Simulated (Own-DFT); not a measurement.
# Computed records: GaP (zincblende, atoms displaced)

Computed with Own-DFT development build. A calculation, not a measurement: plane-wave PBE density functional theory by an unreviewed code, no spin, of a simulated periodic cell, stress positive in tension, free energy of the whole cell less one offset for each atom, forces on such cells passed a denser k mesh, this cell's mesh not checked; offsets are fitted by least squares, one for each functional and potential file, so energies compare only between cells with the same atoms and settings and are not formation energies; the far tail of each file's local potential was reset to the Coulomb form; each entry is a single point on an unrelaxed cell, so the pressure reflects the starting lattice, mostly measured values (interpolated for alloys), from which strain is counted, and rises with the displacements; printed positions are rounded, which can move forces by about a meV/angstrom; the program, named Own-DFT, is a retired in-house code; no spin-orbit coupling.

Common to all runs: functional PBE; potential files PseudoDojo norm-conserving, scalar-relativistic, standard set; wave cutoff 42 hartree; occupations Fermi-Dirac; smearing width 0.1 eV; k mesh 2 x 3 x 3 centred on Gamma.

(1) 
```cif
# cell vector a (Å): 16.3515 0.0000 0.0000
# cell vector b (Å): 0.0000 10.9010 0.0000
# cell vector c (Å): 0.0000 0.0000 10.9010
data_GaP
_symmetry_space_group_name_H-M 'P 1'
_symmetry_Int_Tables_number 1
_cell_length_a 16.3515
_cell_length_b 10.9010
_cell_length_c 10.9010
_cell_angle_alpha 90.000
_cell_angle_beta 90.000
_cell_angle_gamma 90.000
_cell_volume 1943.08
loop_
_atom_site_label
_atom_site_type_symbol
_atom_site_fract_x
_atom_site_fract_y
_atom_site_fract_z
_atom_site_occupancy
Ga1 Ga 0.00157 0.99974 0.99985 1
Ga2 Ga 0.00056 0.24978 0.24863 1
Ga3 Ga 0.16454 0.99752 0.24993 1
Ga4 Ga 0.16760 0.24809 0.00109 1
P1 P 0.08291 0.12425 0.12446 1
P2 P 0.08333 0.37468 0.37338 1
P3 P 0.25049 0.12557 0.37574 1
P4 P 0.24965 0.37680 0.12490 1
Ga5 Ga 0.99759 0.00109 0.50055 1
Ga6 Ga 0.99944 0.24964 0.74765 1
Ga7 Ga 0.16891 0.99663 0.74813 1
Ga8 Ga 0.16632 0.24738 0.49765 1
P5 P 0.08343 0.12106 0.62526 1
P6 P 0.08284 0.37628 0.87464 1
P7 P 0.24859 0.12478 0.87346 1
P8 P 0.24982 0.37381 0.62251 1
Ga9 Ga 0.99909 0.49905 0.99795 1
Ga10 Ga 0.00277 0.75304 0.24747 1
Ga11 Ga 0.16465 0.49679 0.24977 1
Ga12 Ga 0.16558 0.75224 0.00052 1
P9 P 0.08308 0.62466 0.12354 1
P10 P 0.08331 0.87489 0.37685 1
P11 P 0.25005 0.62584 0.37607 1
P12 P 0.24969 0.87632 0.12526 1
Ga13 Ga 0.00194 0.49829 0.50277 1
Ga14 Ga 0.00087 0.74668 0.74994 1
Ga15 Ga 0.16639 0.49978 0.75347 1
Ga16 Ga 0.16801 0.75169 0.50112 1
P13 P 0.08448 0.62539 0.62547 1
P14 P 0.08394 0.87816 0.87793 1
P15 P 0.24965 0.62500 0.87477 1
P16 P 0.24930 0.87145 0.62991 1
Ga17 Ga 0.33465 0.99961 0.99702 1
Ga18 Ga 0.33343 0.24913 0.24774 1
Ga19 Ga 0.49673 0.00108 0.24737 1
Ga20 Ga 0.50063 0.25392 0.99885 1
P17 P 0.41465 0.12056 0.12280 1
P18 P 0.41570 0.37350 0.37369 1
P19 P 0.58226 0.12525 0.37640 1
P20 P 0.58653 0.37594 0.12394 1
Ga21 Ga 0.33260 0.00006 0.50062 1
Ga22 Ga 0.33322 0.24897 0.74925 1
Ga23 Ga 0.49713 0.00067 0.75002 1
Ga24 Ga 0.50007 0.24980 0.49978 1
P21 P 0.41664 0.12611 0.62467 1
P22 P 0.41458 0.37396 0.87231 1
P23 P 0.58370 0.12230 0.87688 1
P24 P 0.58209 0.37350 0.62464 1
Ga25 Ga 0.33580 0.50058 0.00045 1
Ga26 Ga 0.33365 0.75137 0.24817 1
Ga27 Ga 0.49900 0.49978 0.24952 1
Ga28 Ga 0.49869 0.75116 0.99889 1
P25 P 0.41598 0.62421 0.12341 1
P26 P 0.41693 0.87594 0.37578 1
P27 P 0.58321 0.62443 0.37586 1
P28 P 0.58405 0.87229 0.12309 1
Ga29 Ga 0.33376 0.49791 0.50240 1
Ga30 Ga 0.33130 0.74728 0.75539 1
Ga31 Ga 0.50210 0.49913 0.74910 1
Ga32 Ga 0.49847 0.75342 0.50027 1
P29 P 0.41921 0.62190 0.62391 1
P30 P 0.41680 0.87358 0.87198 1
P31 P 0.58491 0.62228 0.87378 1
P32 P 0.58411 0.87308 0.62569 1
Ga33 Ga 0.66586 0.00085 0.00006 1
Ga34 Ga 0.66617 0.24793 0.24958 1
Ga35 Ga 0.83241 0.99923 0.24985 1
Ga36 Ga 0.83579 0.24800 0.99858 1
P33 P 0.75055 0.12525 0.12270 1
P34 P 0.74986 0.37557 0.37345 1
P35 P 0.91674 0.12852 0.37780 1
P36 P 0.91823 0.37846 0.12073 1
Ga37 Ga 0.66631 0.99417 0.50028 1
Ga38 Ga 0.66562 0.25107 0.75154 1
Ga39 Ga 0.83144 0.00240 0.74794 1
Ga40 Ga 0.83404 0.25157 0.50172 1
P37 P 0.75157 0.12427 0.62854 1
P38 P 0.75216 0.36926 0.87721 1
P39 P 0.91877 0.12425 0.87328 1
P40 P 0.91694 0.37024 0.62570 1
Ga41 Ga 0.66459 0.50132 0.99998 1
Ga42 Ga 0.66415 0.74729 0.24545 1
Ga43 Ga 0.83483 0.49778 0.24859 1
Ga44 Ga 0.83337 0.74949 0.00007 1
P41 P 0.75013 0.62647 0.12346 1
P42 P 0.75202 0.87530 0.37543 1
P43 P 0.91757 0.62597 0.37505 1
P44 P 0.91673 0.87426 0.12214 1
Ga45 Ga 0.66645 0.49980 0.49908 1
Ga46 Ga 0.66664 0.74995 0.75195 1
Ga47 Ga 0.83343 0.49972 0.74944 1
Ga48 Ga 0.83063 0.74848 0.49828 1
P45 P 0.75022 0.62572 0.62344 1
P46 P 0.75023 0.87559 0.87532 1
P47 P 0.91841 0.62603 0.87410 1
P48 P 0.91700 0.87626 0.62770 1
_calc_free_energy_of_cell_above_offsets '-53.520'  # eV
_calc_pressure 2.72  # GPa
_calc_stress_xx -2.71  # GPa
_calc_stress_yy -2.73  # GPa
_calc_stress_zz -2.74  # GPa
_calc_stress_yz 0.25  # GPa
_calc_stress_xz -0.02  # GPa
_calc_stress_xy 0.03  # GPa
```

Force:
| element | x (eV/Å) | y (eV/Å) | z (eV/Å) |
| --- | --- | --- | --- |
| Ga | -0.381 | 0.121 | 0.004 |
| Ga | -0.212 | 0.131 | -0.014 |
| Ga | 0.304 | 0.312 | 0.176 |
| Ga | -0.194 | 0.285 | -0.126 |
| P | 0.12 | 0.053 | 0.134 |
| P | -0.093 | -0.201 | 0.269 |
| P | -0.134 | -0.301 | -0.356 |
| P | 0.176 | -0.199 | -0.112 |
| Ga | 0.193 | -0.165 | 0.01 |
| Ga | 0.437 | -0.189 | 0.25 |
| Ga | -0.499 | 0.304 | 0.324 |
| Ga | -0.135 | 0.094 | 0.233 |
| P | 0.127 | 0.289 | -0.065 |
| P | 0.069 | -0.466 | 0.081 |
| P | 0.34 | -0.081 | 0.038 |
| P | -0.242 | -0.012 | 0.398 |
| Ga | 0.343 | 0.385 | -0.081 |
| Ga | -0.384 | -0.285 | 0.179 |
| Ga | 0.307 | 0.563 | 0.046 |
| Ga | 0.195 | -0.185 | 0.025 |
| P | 0.063 | -0.114 | -0.003 |
| P | -0.103 | 0.12 | 0.084 |
| P | 0.063 | -0.218 | -0.189 |
| P | 0.137 | -0.024 | -0.177 |
| Ga | -0.344 | 0.11 | -0.197 |
| Ga | 0.124 | 0.61 | 0.047 |
| Ga | 0.156 | -0.086 | -0.468 |
| Ga | -0.153 | -0.224 | -0.103 |
| P | 0.12 | -0.116 | -0.003 |
| P | 0.003 | -0.453 | -0.571 |
| P | -0.116 | -0.198 | 0.594 |
| P | 0.554 | 0.161 | -0.554 |
| Ga | -0.488 | -0.173 | -0.105 |
| Ga | -0.129 | -0.044 | 0.042 |
| Ga | 0.625 | -0.216 | 0.207 |
| Ga | -0.103 | -0.378 | 0.117 |
| P | 0.345 | 0.83 | -0.139 |
| P | 0.138 | 0.028 | 0.027 |
| P | 0.132 | -0.372 | -0.238 |
| P | -0.71 | -0.094 | 0.291 |
| Ga | -0.091 | -0.133 | 0.177 |
| Ga | -0.316 | 0.002 | -0.125 |
| Ga | 0.584 | -0.004 | -0.162 |
| Ga | -0.15 | 0.063 | -0.103 |
| P | -0.086 | -0.133 | -0.059 |
| P | 0.462 | 0.213 | 0.148 |
| P | -0.41 | 0.336 | -0.295 |
| P | 0.387 | 0.039 | -0.061 |
| Ga | -0.53 | -0.13 | -0.234 |
| Ga | -0.153 | -0.123 | 0.245 |
| Ga | 0.244 | -0.091 | 0.029 |
| Ga | 0.28 | -0.317 | -0.109 |
| P | 0.277 | 0.272 | 0.197 |
| P | -0.26 | 0.005 | -0.166 |
| P | -0.269 | 0.163 | -0.112 |
| P | -0.468 | 0.495 | 0.11 |
| Ga | -0.039 | 0.218 | -0.314 |
| Ga | 0.538 | -0.188 | -0.676 |
| Ga | -0.274 | -0.073 | 0.12 |
| Ga | 0.317 | -0.388 | -0.005 |
| P | -0.463 | 0.432 | 0.3 |
| P | -0.15 | 0.002 | 0.232 |
| P | -0.469 | 0.375 | 0.095 |
| P | -0.388 | 0.153 | 0.225 |
| Ga | 0.275 | -0.262 | 0.056 |
| Ga | 0.187 | -0.006 | 0.096 |
| Ga | 0.381 | 0.247 | -0.037 |
| Ga | 0.171 | -0.074 | 0.148 |
| P | -0.008 | -0.062 | 0.242 |
| P | 0.063 | -0.202 | 0.11 |
| P | -0.137 | -0.281 | -0.573 |
| P | -0.238 | -0.655 | 0.43 |
| Ga | 0.243 | 0.605 | 0.042 |
| Ga | 0.168 | -0.27 | -0.046 |
| Ga | 0.531 | -0.39 | 0.496 |
| Ga | -0.446 | -0.149 | -0.142 |
| P | -0.764 | 0.332 | -0.741 |
| P | -0.442 | 0.818 | -0.189 |
| P | -0.175 | -0.146 | 0.111 |
| P | 0.036 | 0.79 | -0.078 |
| Ga | 0.869 | -0.216 | -0.162 |
| Ga | 0.485 | 0.134 | 0.591 |
| Ga | -0.077 | 0.397 | 0.069 |
| Ga | 0.038 | 0.025 | -0.242 |
| P | 0.049 | -0.396 | 0.09 |
| P | -0.701 | -0.274 | -0.444 |
| P | 0.134 | -0.127 | -0.057 |
| P | 0.074 | 0.234 | 0.319 |
| Ga | 0.036 | -0.062 | 0.105 |
| Ga | 0.225 | -0.051 | -0.136 |
| Ga | 0.026 | -0.125 | 0.106 |
| Ga | 0.766 | 0.185 | 0.212 |
| P | -0.237 | -0.251 | 0.305 |
| P | -0.016 | 0.033 | 0.007 |
| P | -0.461 | -0.192 | 0.042 |
| P | -0.278 | -0.401 | -0.26 |

(2) 
```cif
# cell vector a (Å): 16.3515 0.0000 0.0000
# cell vector b (Å): 0.0000 10.9010 0.0000
# cell vector c (Å): 0.0000 0.0000 10.9010
data_GaP
_symmetry_space_group_name_H-M 'P 1'
_symmetry_Int_Tables_number 1
_cell_length_a 16.3515
_cell_length_b 10.9010
_cell_length_c 10.9010
_cell_angle_alpha 90.000
_cell_angle_beta 90.000
_cell_angle_gamma 90.000
_cell_volume 1943.08
loop_
_atom_site_label
_atom_site_type_symbol
_atom_site_fract_x
_atom_site_fract_y
_atom_site_fract_z
_atom_site_occupancy
Ga1 Ga 0.00049 0.99859 0.99921 1
Ga2 Ga 0.00078 0.25013 0.25121 1
Ga3 Ga 0.16734 0.99660 0.24976 1
Ga4 Ga 0.16782 0.25087 0.99749 1
P1 P 0.08433 0.12691 0.12582 1
P2 P 0.08405 0.37331 0.37449 1
P3 P 0.24905 0.12442 0.37277 1
P4 P 0.25017 0.37411 0.12332 1
Ga5 Ga 0.00099 0.00149 0.50102 1
Ga6 Ga 0.99851 0.25208 0.74612 1
Ga7 Ga 0.16522 0.00364 0.75054 1
Ga8 Ga 0.16553 0.24754 0.50057 1
P5 P 0.08444 0.12853 0.62594 1
P6 P 0.08317 0.37677 0.87339 1
P7 P 0.24822 0.12596 0.87611 1
P8 P 0.25074 0.37642 0.62631 1
Ga9 Ga 0.99812 0.49711 0.00057 1
Ga10 Ga 0.99872 0.75110 0.25253 1
Ga11 Ga 0.16657 0.50010 0.25004 1
Ga12 Ga 0.16557 0.75038 0.99728 1
P9 P 0.08343 0.62653 0.12297 1
P10 P 0.08556 0.87729 0.37448 1
P11 P 0.25030 0.62610 0.37342 1
P12 P 0.24782 0.87331 0.12461 1
Ga13 Ga 0.00117 0.49970 0.50110 1
Ga14 Ga 0.00068 0.74728 0.75087 1
Ga15 Ga 0.16482 0.50165 0.75246 1
Ga16 Ga 0.16583 0.74778 0.49758 1
P13 P 0.08463 0.62473 0.62281 1
P14 P 0.08478 0.87364 0.87346 1
P15 P 0.25108 0.62333 0.87548 1
P16 P 0.24997 0.87684 0.62517 1
Ga17 Ga 0.33385 0.00259 0.00183 1
Ga18 Ga 0.33544 0.24809 0.24958 1
Ga19 Ga 0.49877 0.99949 0.24767 1
Ga20 Ga 0.49944 0.25119 0.99692 1
P17 P 0.41610 0.12903 0.12693 1
P18 P 0.41646 0.37317 0.37508 1
P19 P 0.58175 0.12540 0.37267 1
P20 P 0.58332 0.37509 0.12421 1
Ga21 Ga 0.33410 0.99862 0.49759 1
Ga22 Ga 0.33379 0.24856 0.75095 1
Ga23 Ga 0.49924 0.99865 0.75023 1
Ga24 Ga 0.49960 0.25085 0.49894 1
P21 P 0.41367 0.12033 0.62658 1
P22 P 0.41844 0.37292 0.87636 1
P23 P 0.58438 0.12715 0.87911 1
P24 P 0.58471 0.37533 0.62538 1
Ga25 Ga 0.33135 0.50317 0.00033 1
Ga26 Ga 0.33282 0.74889 0.24675 1
Ga27 Ga 0.49851 0.50268 0.24851 1
Ga28 Ga 0.50124 0.74917 0.00398 1
P25 P 0.41615 0.62463 0.12598 1
P26 P 0.41640 0.87387 0.37379 1
P27 P 0.58248 0.62259 0.37786 1
P28 P 0.58461 0.87275 0.12765 1
Ga29 Ga 0.33136 0.49779 0.49648 1
Ga30 Ga 0.33462 0.75174 0.74586 1
Ga31 Ga 0.50005 0.49994 0.74982 1
Ga32 Ga 0.49910 0.74667 0.50096 1
P29 P 0.41544 0.62489 0.62524 1
P30 P 0.41533 0.87730 0.87301 1
P31 P 0.58535 0.62377 0.87318 1
P32 P 0.58354 0.87220 0.62492 1
Ga33 Ga 0.66600 0.00043 0.99889 1
Ga34 Ga 0.66779 0.25004 0.25545 1
Ga35 Ga 0.83242 0.00128 0.24912 1
Ga36 Ga 0.83380 0.24953 0.99837 1
P33 P 0.75032 0.12700 0.12129 1
P34 P 0.75104 0.37306 0.37465 1
P35 P 0.91519 0.12466 0.37761 1
P36 P 0.91547 0.37463 0.12556 1
Ga37 Ga 0.66763 0.99891 0.49846 1
Ga38 Ga 0.66706 0.25046 0.74849 1
Ga39 Ga 0.83224 0.00328 0.74823 1
Ga40 Ga 0.83513 0.24913 0.49946 1
P37 P 0.75095 0.12328 0.62545 1
P38 P 0.74785 0.37447 0.87730 1
P39 P 0.91475 0.12618 0.87332 1
P40 P 0.91562 0.37277 0.62903 1
Ga41 Ga 0.66638 0.50112 0.99753 1
Ga42 Ga 0.66798 0.75183 0.25153 1
Ga43 Ga 0.83230 0.49884 0.25108 1
Ga44 Ga 0.83362 0.75096 0.00023 1
P41 P 0.75011 0.62580 0.12492 1
P42 P 0.74911 0.87829 0.37431 1
P43 P 0.91722 0.62441 0.37376 1
P44 P 0.91544 0.87825 0.12878 1
Ga45 Ga 0.66627 0.50076 0.49716 1
Ga46 Ga 0.66678 0.75184 0.75468 1
Ga47 Ga 0.83572 0.49617 0.75013 1
Ga48 Ga 0.83333 0.74929 0.50085 1
P45 P 0.75000 0.62641 0.62607 1
P46 P 0.74844 0.87364 0.87854 1
P47 P 0.91687 0.62780 0.87593 1
P48 P 0.91778 0.87701 0.62688 1
_calc_free_energy_of_cell_above_offsets '-53.512'  # eV
_calc_pressure 2.73  # GPa
_calc_stress_xx -2.73  # GPa
_calc_stress_yy -2.73  # GPa
_calc_stress_zz -2.73  # GPa
_calc_stress_yz 0.02  # GPa
_calc_stress_xz 0.06  # GPa
_calc_stress_xy 0.23  # GPa
```

Force:
| element | x (eV/Å) | y (eV/Å) | z (eV/Å) |
| --- | --- | --- | --- |
| Ga | -0.06 | 0.251 | 0.083 |
| Ga | -0.283 | -0.126 | -0.078 |
| Ga | -0.024 | 0.481 | -0.2 |
| Ga | -0.358 | 0.132 | 0.231 |
| P | -0.065 | -0.266 | -0.208 |
| P | -0.082 | 0.22 | 0.186 |
| P | 0.224 | -0.02 | 0.169 |
| P | 0.097 | 0.086 | 0.297 |
| Ga | 0.057 | -0.062 | 0.015 |
| Ga | 0.354 | -0.311 | 0.668 |
| Ga | 0.281 | -0.298 | -0.068 |
| Ga | 0.562 | 0.401 | -0.094 |
| P | -0.442 | -0.318 | -0.027 |
| P | -0.309 | -0.317 | 0.165 |
| P | 0.388 | -0.137 | -0.11 |
| P | -0.339 | -0.227 | -0.014 |
| Ga | 0.225 | 0.346 | 0.013 |
| Ga | 0.359 | 0.079 | -0.29 |
| Ga | 0.016 | 0.021 | -0.232 |
| Ga | 0.296 | -0.232 | 0.112 |
| P | -0.296 | -0.172 | 0.244 |
| P | -0.579 | -0.287 | 0.213 |
| P | -0.06 | -0.172 | -0.026 |
| P | 0.437 | 0.103 | -0.267 |
| Ga | -0.235 | -0.211 | -0.083 |
| Ga | 0.03 | 0.266 | -0.244 |
| Ga | 0.434 | -0.075 | -0.287 |
| Ga | 0.354 | 0.418 | 0.198 |
| P | -0.23 | 0.021 | 0.266 |
| P | -0.351 | 0.231 | -0.067 |
| P | -0.176 | 0.598 | -0.391 |
| P | -0.326 | -0.129 | -0.197 |
| Ga | -0.247 | -0.157 | -0.014 |
| Ga | -0.652 | 0.371 | 0.216 |
| Ga | 0.085 | -0.043 | 0.076 |
| Ga | 0.268 | -0.081 | 0.61 |
| P | 0.389 | -0.51 | -0.525 |
| P | 0.023 | 0.327 | -0.142 |
| P | 0.157 | -0.231 | 0.343 |
| P | 0.044 | 0.068 | 0.23 |
| Ga | -0.352 | 0.016 | -0.043 |
| Ga | -0.117 | 0.141 | 0.005 |
| Ga | 0.409 | 0.215 | 0.025 |
| Ga | -0.053 | -0.291 | 0.457 |
| P | 0.591 | 0.513 | -0.286 |
| P | -0.571 | 0.537 | -0.255 |
| P | -0.281 | -0.295 | -0.747 |
| P | -0.254 | -0.031 | -0.229 |
| Ga | 0.433 | -0.554 | 0.028 |
| Ga | -0.033 | 0.254 | 0.203 |
| Ga | 0.299 | -0.495 | 0.17 |
| Ga | -0.141 | 0.078 | -0.577 |
| P | -0.059 | 0.099 | -0.296 |
| P | 0.099 | -0.151 | -0.054 |
| P | 0.055 | 0.378 | -0.581 |
| P | -0.165 | 0.396 | -0.223 |
| Ga | 0.203 | 0.154 | 0.26 |
| Ga | -0.363 | -0.061 | 0.4 |
| Ga | 0.005 | -0.039 | -0.015 |
| Ga | 0.033 | 0.256 | -0.016 |
| P | 0.042 | -0.397 | -0.218 |
| P | 0.262 | -0.392 | 0.609 |
| P | -0.607 | 0.204 | 0.248 |
| P | -0.01 | 0.269 | 0.008 |
| Ga | 0.03 | -0.083 | 0.379 |
| Ga | -0.225 | -0.075 | -0.802 |
| Ga | -0.19 | 0.312 | 0.04 |
| Ga | -0.112 | 0.219 | 0.066 |
| P | -0.188 | -0.137 | 0.498 |
| P | 0.016 | 0.252 | 0.404 |
| P | 0.456 | -0.067 | -0.401 |
| P | 0.083 | -0.155 | 0.086 |
| Ga | -0.486 | 0.233 | 0.234 |
| Ga | 0.006 | -0.167 | 0.181 |
| Ga | 0.061 | -0.622 | 0.416 |
| Ga | -0.345 | 0.076 | 0.284 |
| P | -0.383 | 0.388 | -0.363 |
| P | 0.532 | 0.049 | -0.372 |
| P | 0.553 | -0.156 | 0.043 |
| P | 0.21 | 0.359 | -0.932 |
| Ga | -0.02 | -0.078 | 0.484 |
| Ga | -0.154 | -0.429 | 0.169 |
| Ga | 0.089 | 0.172 | -0.218 |
| Ga | 0.023 | 0.087 | 0.277 |
| P | -0.031 | -0.11 | 0.049 |
| P | 0.442 | -0.403 | 0.085 |
| P | -0.165 | -0.117 | 0.346 |
| P | 0.267 | -0.329 | -0.416 |
| Ga | 0.34 | -0.153 | 0.414 |
| Ga | 0.055 | -0.141 | -0.497 |
| Ga | -0.674 | 0.547 | 0.374 |
| Ga | 0.074 | 0.25 | -0.054 |
| P | 0.026 | -0.296 | 0.068 |
| P | 0.454 | 0.439 | -0.351 |
| P | -0.059 | -0.469 | -0.033 |
| P | -0.074 | -0.241 | -0.098 |
